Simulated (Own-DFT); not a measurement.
# Shaking the atoms of 4H SiC, 72 atoms (C36Si36)

These are calculations, not measurements. The program, named Own-DFT, is a retired in-house plane-wave density functional code that no person has reviewed. Each row is one single-point run on a periodic cell that was not relaxed, without spin or spin-orbit coupling.

Settings of every run: PBE; PseudoDojo norm-conserving scalar-relativistic files; cutoff 42 hartree; 4 x 4 x 3 k mesh centred on Gamma; Fermi-Dirac smearing of 0.1 eV.

Known limits: forces on such cells passed a denser k mesh, each cell not checked; stress not checked against mesh or cutoff.

Cell vectors in Å: (9.248, 0.000, 0.000); (-4.624, 8.009, 0.000); (0.000, 0.000, 10.068). In each run every atom was moved at random and independently from its ideal site; u is the rms move along one axis. E is the free energy for each atom above the fitted value at u = 0, and F the rms of the force components.

```
run   u (Å)  E (meV/atom)  F (eV/Å)  largest force (eV/Å)  P (GPa)
  1  0.0298          33.2     0.918                  3.51     3.83
  2  0.0327             ?         ?                     ?        ?
  3  0.0569         115.8     1.599                  5.27     5.82
  4  0.0628         153.3     1.962                  6.83     6.67
  5  0.0978         350.6     3.083                 13.62    11.16
  6  0.1070         430.7     3.421                 13.91    13.71
```

## Worked fit

For small independent moves the energy grows as E = (3/2) K u², with K the mean stiffness felt by one atom. The runs with u up to 0.11 Å give K = 24.8 ± 0.5 eV/Å², with residuals divided by u² + 0.0006 Å², since the noise grows with the moves. The scatter is 3.5 meV/atom at u = 0.05 Å. The forces follow F = G u with G = 30.8 eV/Å²; no force at u = 0 is resolved. G exceeds K because the moves of its neighbours add to the force on an atom, and stiffness differs between atoms. The pressure follows P = 2.97 + 906 u² GPa: at fixed volume, shortened bonds push harder than stretched ones pull.

## Withheld run

Question: what energy and rms force should run 2 give?

The fit gives 40 ± 2 meV/atom and about 1.01 eV/Å. The calculation gave 38.0 meV/atom and 0.944 eV/Å.
